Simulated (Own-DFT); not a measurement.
# Computed records: AlGa3N4 (wurtzite random alloy, strained, atoms displaced)

Computed with Own-DFT development build. A calculation, not a measurement: plane-wave PBE density functional theory by an unreviewed code, no spin, of a simulated periodic cell, stress positive in tension, free energy of the whole cell less one offset for each atom, forces on such cells passed a denser k mesh, this cell's mesh not checked; offsets are fitted by least squares, one for each functional and potential file, so energies compare only between cells with the same atoms and settings and are not formation energies; the far tail of each file's local potential was reset to the Coulomb form; each entry is a single point on an unrelaxed cell, so the pressure reflects the starting lattice, mostly measured values, from which strain is counted, and rises with the displacements; printed positions are rounded, which can move forces by about a meV/angstrom; the program is a retired in-house code; no spin-orbit coupling.

Settings shared by all entries: functional PBE; potential files PseudoDojo norm-conserving, scalar-relativistic, standard set with the stringent files for Ga; wave cutoff 96 hartree; occupations Gaussian; smearing width 0.01 eV; k mesh 4 x 4 x 3 centred on Gamma.

(1) AlGa3N4 (wurtzite random alloy, strained, atoms displaced)

```xyz
72
Lattice="9.2240 0.0000 0.0000 -4.6120 7.9882 0.0000 0.0000 0.0000 10.2685" Properties=species:S:1:pos:R:3 AlGa3N4
Ga    -0.0713     1.7858     0.0349
Ga     1.5699     0.8469     2.6231
N     -0.0550     1.7355     1.9354
N      1.4957     0.9296     4.4429
Ga    -0.0133     1.7632     5.0954
Ga     1.4792     0.8989     7.7359
N     -0.0251     1.7600     7.1183
N      1.5153     0.9168     9.6296
Ga    -1.5353     4.3987     0.0426
Ga     0.0023     3.5650     2.5979
N     -1.5156     4.4479     1.8222
N     -0.0152     3.4608     4.4424
Ga    -1.5100     4.3991     5.1423
Al     0.0664     3.5371     7.6712
N     -1.5352     4.4298     7.1416
N     -0.0350     3.5356     9.7243
Al    -3.0410     7.0591    10.2257
Al    -1.5154     6.2024     2.5301
N     -3.1177     7.1231     1.9536
N     -1.5054     6.1678     4.4547
Ga    -3.0926     7.0907     5.1717
Ga    -1.5364     6.1852     7.8239
N     -3.2314     7.0973     7.1699
N     -1.5265     6.1059     9.7403
Ga     3.0371     1.7512    10.2401
Al     4.5760     0.8822     2.5983
N      3.1119     1.6494     1.9195
N      4.6142     0.8513     4.4679
Ga     3.1247     1.7180     5.0989
Ga     4.6217     0.9413     7.7462
N      3.0384     1.7932     7.0656
N      4.6114     0.9175     9.7121
Ga     1.6002     4.4855     0.0156
Ga     3.0458     3.6481     2.3913
N      1.5868     4.4124     1.8338
N      3.1456     3.6147     4.5767
Ga     1.6553     4.4865     5.1532
Ga     3.1318     3.5564     7.6376
N      1.5258     4.5165     7.0870
N      3.0760     3.6537     9.6304
Ga     0.0432     7.0763    10.2681
Al     1.4770     6.1534     2.5671
N      0.0567     7.1693     1.9385
N      1.5111     6.2330     4.4673
Al     0.0361     7.1107     5.1411
Ga     1.5156     6.1893     7.5907
N     -0.0077     7.1373     7.0362
N      1.5764     6.2744     9.6346
Ga     6.2800     1.8049     0.0514
Ga     7.7018     0.8385     2.4939
N      6.1244     1.7647     1.9192
N      7.6737     0.9223     4.5180
Ga     6.1807     1.8574     5.2653
Ga     7.6483     0.8624     7.6647
N      6.1747     1.8157     7.0116
N      7.7516     0.8685     9.7343
Al     4.5622     4.3699     0.0176
Al     6.1377     3.5239     2.5444
N      4.6550     4.3594     2.0399
N      6.1117     3.6114     4.5305
Ga     4.5220     4.4218     5.1943
Ga     6.1075     3.4468     7.7086
N      4.6142     4.4155     7.0801
N      6.2089     3.5643     9.6475
Ga     3.1469     7.0557     0.0619
Ga     4.6333     6.1756     2.6137
N      3.0631     7.1457     1.9006
N      4.6872     6.1776     4.4996
Ga     3.0184     7.0743     5.1449
Al     4.6802     6.1938     7.6910
N      3.0302     7.0625     7.0656
N      4.6153     6.2037     9.7258
```

```
free energy of cell above offsets : -3.494 eV
pressure                          : 22.13 GPa
stress xx                         : -26.88 GPa
stress yy                         : -25.38 GPa
stress zz                         : -14.13 GPa
stress yz                         : -1.01 GPa
stress xz                         : 0.1 GPa
stress xy                         : -0.75 GPa
```

Force:
```
element  x (eV/Å)  y (eV/Å)  z (eV/Å)
     Ga     2.691     0.438     0.732
     Ga    -1.023     0.916    -1.651
      N     2.104     1.291     0.236
      N     1.312    -1.081     2.079
     Ga    -0.002    -0.583     1.477
     Ga     0.782     -0.02     0.281
      N    -0.212      1.51     -1.32
      N    -0.197    -1.785     0.323
     Ga     0.427     -0.54    -1.139
     Ga    -0.291    -0.998    -1.432
      N    -1.036      0.25      4.27
      N     1.284     2.483     1.075
     Ga    -0.301     0.611      0.73
     Al    -1.383     0.175     1.569
      N     0.751    -0.765    -0.772
      N     2.167     0.603    -2.819
     Al    -0.607     0.978      1.43
     Al    -0.386     0.557     0.016
      N     1.764    -1.732    -1.587
      N     0.599      1.28     0.015
     Ga     1.233     0.337     0.161
     Ga    -0.205      0.46     -0.95
      N     4.203     0.948    -1.841
      N    -0.346     3.174    -1.208
     Ga     0.341     0.911     0.882
     Al     1.784     0.241    -0.256
      N    -0.681     2.451     -0.11
      N     1.118    -0.226     0.129
     Ga    -1.195     1.129     0.441
     Ga    -0.477    -0.827     0.502
      N     0.296    -0.746    -0.465
      N     1.018    -0.054    -1.632
     Ga    -2.425     0.163    -1.968
     Ga     1.681    -3.983     3.091
      N    -2.775     2.132     1.989
      N    -3.135    -3.038     -2.88
     Ga    -2.486    -1.042    -0.056
     Ga    -1.979     0.126     1.657
      N    -0.097    -3.754    -1.034
      N     0.735    -2.196    -0.807
     Ga    -0.401     0.752     0.661
     Al      1.14     1.509    -0.501
      N    -0.895    -1.928     0.662
      N     -0.54    -0.428    -0.895
     Al    -1.479    -0.239    -0.326
     Ga     -0.44     2.287      3.16
      N    -0.899     0.144    -0.394
      N    -0.032    -0.779    -1.205
     Ga    -2.056    -0.537    -0.051
     Ga    -1.415     1.463     2.334
      N    -0.482     0.568     1.369
      N    -0.771    -1.162      -0.5
     Ga     -0.51    -0.676    -4.808
     Ga     0.795    -0.397     1.771
      N    -0.764    -2.169     2.682
      N    -1.811    -1.303    -2.918
     Al     2.525     1.248     0.482
     Al     1.644    -0.556     1.319
      N      0.24     1.271    -2.925
      N     0.388    -0.809    -1.357
     Ga     4.149      1.74     0.239
     Ga     1.291     3.172     1.522
      N     1.024     1.637     0.342
      N    -2.924    -0.297    -0.535
     Ga    -1.245      0.91    -0.658
     Ga    -0.482     0.595    -0.486
      N    -0.762    -3.828     1.741
      N    -2.104     0.534     0.539
     Ga      1.85     1.135     -0.47
     Al    -4.255     -1.75      2.19
      N     2.164    -0.069    -0.095
      N     2.008    -1.831    -2.052
```

(2) AlGa3N4 (wurtzite random alloy, strained, atoms displaced)

```xyz
72
Lattice="9.2240 0.0000 0.0000 -4.6120 7.9882 0.0000 0.0000 0.0000 10.2685" Properties=species:S:1:pos:R:3 AlGa3N4
Al    -0.0326     1.8402     0.0680
Ga     1.5703     0.9405     2.4881
N     -0.0561     1.7679     1.9358
N      1.5880     0.9135     4.5034
Ga     0.0763     1.7244     5.1835
Ga     1.5880     0.8679     7.7309
N      0.0147     1.7598     7.1003
N      1.5400     0.8886     9.6326
Ga    -1.4507     4.4874     0.0201
Ga    -0.0544     3.6096     2.5806
N     -1.4458     4.4793     1.9784
N     -0.0763     3.5240     4.5125
Ga    -1.5584     4.3556     5.1174
Ga     0.0052     3.5363     7.6693
N     -1.4794     4.4900     7.0436
N      0.0427     3.5535     9.6834
Al    -3.0858     7.1373     0.0309
Ga    -1.5278     6.1142     2.5665
N     -3.1429     7.1126     1.9149
N     -1.4749     6.2687     4.4295
Al    -3.0986     7.1018     5.1211
Ga    -1.6152     6.1986     7.6984
N     -3.0796     7.0620     7.1163
N     -1.5943     6.2372     9.6601
Ga     3.0036     1.8362    10.2371
Ga     4.6425     0.8918     2.5532
N      3.0520     1.7368     1.9628
N      4.5412     0.8901     4.5021
Al     3.0824     1.7449     5.1364
Ga     4.6926     0.8101     7.6929
N      3.0862     1.6852     7.0686
N      4.5972     0.8499     9.7096
Ga     1.5438     4.4943     0.0036
Ga     3.0373     3.5317     2.6713
N      1.6342     4.5051     2.0073
N      3.0582     3.5762     4.4416
Ga     1.5794     4.4354     5.1372
Al     3.0113     3.5664     7.6588
N      1.5960     4.3826     7.1559
N      3.0891     3.5123     9.6502
Ga    -0.0497     7.1231     0.0246
Ga     1.5815     6.2254     2.5904
N     -0.0198     7.0360     1.9246
N      1.5591     6.2498     4.4659
Ga     0.0382     7.0302     5.2339
Ga     1.5592     6.1924     7.7482
N     -0.0178     7.0654     7.1425
N      1.5647     6.2830     9.6617
Ga     6.2119     1.7498     0.0291
Ga     7.7884     0.8761     2.5822
N      6.1740     1.7819     1.9440
N      7.7409     0.9198     4.4029
Al     6.1895     1.8328     5.0730
Ga     7.7360     0.8513     7.6708
N      6.0635     1.8023     7.0510
N      7.7025     0.9149     9.6436
Ga     4.5830     4.4103     0.0151
Al     6.1636     3.5785     2.5634
N      4.6384     4.4973     1.9040
N      6.1859     3.5071     4.5119
Ga     4.6003     4.3806     5.0955
Ga     6.1690     3.4962     7.7330
N      4.6003     4.4708     7.1075
N      6.1708     3.6179     9.7459
Ga     3.0233     7.0841     0.0474
Ga     4.5144     6.2161     2.6743
N      3.0030     7.1137     1.9387
N      4.6653     6.2038     4.5710
Al     3.1390     7.1283     5.1893
Al     4.6158     6.2236     7.6988
N      3.1023     7.0530     7.0999
N      4.4635     6.2325     9.6317
```

```
free energy of cell above offsets : -5.127 eV
pressure                          : 21.22 GPa
stress xx                         : -26.04 GPa
stress yy                         : -25.17 GPa
stress zz                         : -12.47 GPa
stress yz                         : -0.62 GPa
stress xz                         : 0.31 GPa
stress xy                         : -0.12 GPa
```

Force:
```
element  x (eV/Å)  y (eV/Å)  z (eV/Å)
     Al     0.569    -1.412    -0.937
     Ga    -1.776    -1.846     1.689
      N     2.361     1.997    -1.578
      N     0.006    -1.219     -0.15
     Ga    -0.773     0.794    -0.472
     Ga    -0.694    -0.292     0.471
      N     0.366    -0.083    -0.695
      N    -1.922    -0.171     0.818
     Ga    -1.214    -0.178     0.338
     Ga     3.324    -1.702     0.962
      N    -3.533    -2.496    -1.931
      N     2.663    -0.327    -0.106
     Ga     0.336     3.004     0.968
     Ga    -0.117     0.222     1.308
      N    -0.978    -1.719    -0.085
      N    -0.183     -0.47    -0.896
     Al    -1.464     -0.81    -0.109
     Ga    -0.901     4.412     0.621
      N      0.35    -0.508    -0.094
      N    -2.058    -1.054     2.042
     Al     2.301     0.374     0.323
     Ga     1.421     0.022     1.506
      N    -1.762     0.749    -2.257
      N    -0.344     0.264    -0.494
     Ga     1.481    -2.011     1.379
     Ga    -0.426    -1.083     0.475
      N     1.798     1.931     -1.36
      N      2.27     0.468     0.526
     Al     0.091     0.393     0.608
     Ga    -1.809     1.032     1.844
      N      0.63      2.43    -1.075
      N     0.294      1.96    -1.454
     Ga     0.956    -0.226     0.989
     Ga      1.54    -0.365    -3.375
      N    -1.949    -1.727    -1.563
      N     0.362    -1.844     3.104
     Ga    -1.669     0.532     0.424
     Al     3.727    -2.305     1.758
      N    -1.761     1.352    -2.078
      N     -0.91     1.905    -2.239
     Ga     0.328    -0.862     0.506
     Ga    -2.068     0.673     0.352
      N     0.461     0.892     0.132
      N     1.671    -0.111     1.988
     Ga     -0.52     1.368    -0.967
     Ga    -0.295    -0.034     0.442
      N     0.558     -1.16    -0.772
      N    -2.195    -1.268    -0.913
     Ga    -1.631     0.816     0.153
     Ga    -2.695    -0.506    -0.453
      N     0.484     1.141     0.603
      N    -0.996    -1.083     3.524
     Al    -0.998    -2.864     0.668
     Ga    -1.414     0.552     1.307
      N     2.768    -0.802    -1.971
      N     1.348    -0.048     -0.55
     Ga     0.204     1.367    -0.004
     Al    -0.107    -0.284    -0.588
      N     0.213    -1.503     1.855
      N     -1.52     0.543    -2.072
     Ga     0.703     0.525     1.763
     Ga    -0.241     1.874     1.004
      N     -0.54    -0.738    -0.543
      N     0.685    -1.168    -1.543
     Ga     1.073     1.752     0.552
     Ga     1.227     0.434     -1.45
      N      1.67     0.557     -0.04
      N    -1.243     0.509     0.079
     Al    -1.027    -0.042    -0.676
     Al     0.001    -0.703     1.413
      N     0.048     0.462    -1.828
      N     3.439     -0.28    -1.175
```

(3) AlGa3N4 (wurtzite random alloy, strained, atoms displaced)

```xyz
72
Lattice="9.2240 0.0000 0.0000 -4.6120 7.9882 0.0000 0.0000 0.0000 10.2685" Properties=species:S:1:pos:R:3 AlGa3N4
Ga     0.0244     1.8258    10.2620
Ga     1.4951     0.8557     2.5322
N      0.0837     1.7892     1.9790
N      1.5309     0.8349     4.5269
Ga     0.0352     1.8322     5.1855
Ga     1.5397     0.9191     7.7549
N     -0.0159     1.6996     7.0123
N      1.4565     0.8661     9.6116
Ga    -1.5774     4.3635    10.2683
Al     0.0096     3.5282     2.5421
N     -1.5032     4.4498     2.0175
N      0.0469     3.4680     4.5266
Ga    -1.6048     4.4929     5.1362
Ga     0.0261     3.5775     7.7515
N     -1.5220     4.4165     7.2208
N      0.0482     3.5502     9.6990
Ga    -3.0264     7.0895     0.0644
Ga    -1.4591     6.1596     2.5042
N     -3.0759     7.1397     1.9219
N     -1.5193     6.2860     4.4299
Ga    -3.0272     7.0697     5.1691
Ga    -1.5266     6.2208     7.7389
N     -2.9889     7.0825     6.9612
N     -1.5465     6.1653     9.6356
Ga     3.0146     1.7994    10.2502
Ga     4.4448     0.8415     2.5656
N      3.1567     1.7410     1.9032
N      4.5440     0.9257     4.5642
Ga     3.0809     1.8091     5.1703
Ga     4.6124     0.9931     7.6667
N      3.0623     1.7255     7.1655
N      4.6130     0.8560     9.7324
Ga     1.5414     4.3577    10.2456
Ga     3.0666     3.5563     2.5043
N      1.6572     4.4425     1.8528
N      3.1028     3.5019     4.5372
Ga     1.5720     4.4784     5.1243
Al     3.0221     3.6149     7.6067
N      1.5688     4.4759     7.1245
N      3.0823     3.6024     9.6334
Ga     0.1040     7.0404     0.0485
Ga     1.4454     6.1657     2.5231
N      0.0229     7.1333     1.8799
N      1.5473     6.2404     4.4688
Ga     0.0424     7.1222     5.2400
Ga     1.5869     6.1653     7.7639
N      0.0377     7.1149     7.1473
N      1.5957     6.1855     9.5702
Al     6.1571     1.8096     0.0352
Al     7.7159     0.9299     2.4611
N      6.1563     1.8401     1.8917
N      7.6466     0.8238     4.5457
Al     6.2567     1.8797     5.1378
Ga     7.6962     0.8906     7.7321
N      6.1248     1.7274     7.0680
N      7.6662     0.8170     9.7777
Al     4.6362     4.3642    10.2249
Ga     6.1452     3.4704     2.4687
N      4.6112     4.5009     1.8495
N      6.1394     3.6149     4.4617
Al     4.5622     4.4829     5.1558
Al     6.1877     3.5229     7.7119
N      4.6289     4.4344     7.0440
N      6.1268     3.6457     9.6747
Ga     2.9581     7.1254     0.0260
Ga     4.7384     6.1845     2.6472
N      3.0541     7.1193     2.0324
N      4.6816     6.2129     4.4631
Al     3.1020     7.0358     5.1475
Ga     4.6118     6.2518     7.7121
N      3.1007     7.1252     7.0482
N      4.6215     6.2005     9.6809
```

```
free energy of cell above offsets : -3.579 eV
pressure                          : 21.64 GPa
stress xx                         : -25.04 GPa
stress yy                         : -26.78 GPa
stress zz                         : -13.11 GPa
stress yz                         : 0.06 GPa
stress xz                         : -0.7 GPa
stress xy                         : 1.82 GPa
```

Force:
```
element  x (eV/Å)  y (eV/Å)  z (eV/Å)
     Ga    -0.994    -1.999     1.264
     Ga     2.162     0.497     2.454
      N    -2.585     1.289    -1.313
      N     0.217      1.21    -0.833
     Ga    -0.686    -3.458    -1.106
     Ga    -0.637    -1.692    -0.984
      N     0.512     1.806     2.316
      N     1.192     0.044     0.654
     Ga      1.63     1.932     1.172
     Al     1.048     0.482     1.202
      N     0.706    -2.326    -1.842
      N     -0.69     3.701    -1.948
     Ga     1.763     0.002     0.318
     Ga     0.214    -1.324    -0.389
      N    -0.761    -0.328    -2.027
      N    -1.985     0.018    -1.524
     Ga    -1.169    -0.419    -1.044
     Ga    -1.325     2.248     1.292
      N     1.469    -1.327     0.081
      N     1.258    -1.204      0.39
     Ga    -0.306     0.842    -1.423
     Ga     0.286     0.453     0.314
      N    -1.161       0.4     3.025
      N     1.165     0.332     0.786
     Ga     1.054     -0.67    -0.229
     Ga     4.635    -0.447     2.652
      N    -4.303     2.324    -1.235
      N     2.918    -0.102    -0.921
     Ga    -1.381     -1.67      0.81
     Ga    -0.044    -2.686     2.483
      N    -0.754     3.366    -1.406
      N     0.735     1.206    -1.212
     Ga      1.37     2.319     0.611
     Ga     2.109    -0.735     1.491
      N    -3.789    -0.481     0.721
      N     0.206     2.448     -1.02
     Ga    -0.707    -0.511     0.189
     Al     2.379    -1.793     1.818
      N    -0.846    -1.323    -1.677
      N      0.94    -1.138    -2.055
     Ga    -1.728     0.506    -2.022
     Ga     2.447     0.987     1.357
      N     -0.44     -0.84     0.596
      N     0.387    -0.323       0.4
     Ga    -0.391      0.37    -0.642
     Ga    -0.286     2.425     -1.34
      N     0.128    -0.122    -0.302
      N    -1.336    -1.206     1.604
     Al    -0.918    -0.535    -0.486
     Al    -0.771    -0.877     2.087
      N     0.408    -3.856    -0.754
      N     0.427     0.906    -1.204
     Al    -1.608    -1.637    -0.464
     Ga    -0.504    -0.435     0.669
      N     1.982     2.771    -0.874
      N    -0.295     4.139    -2.124
     Al    -1.816     2.952     1.002
     Ga    -0.761     3.597     2.221
      N      0.51    -1.436    -0.162
      N    -1.198     -0.81     0.517
     Al     1.274    -0.672    -0.523
     Al    -1.211     0.206     0.236
      N    -0.068    -0.863    -0.053
      N    -0.026     -3.82    -2.164
     Ga     3.174    -2.572     2.258
     Ga    -2.199     0.488    -1.735
      N     0.341     0.136    -0.954
      N    -1.799    -0.843     2.264
     Al     0.129      1.48    -0.808
     Ga     1.201     -0.26     0.914
      N    -0.472    -0.713    -0.807
      N    -0.427     -0.43    -0.562
```
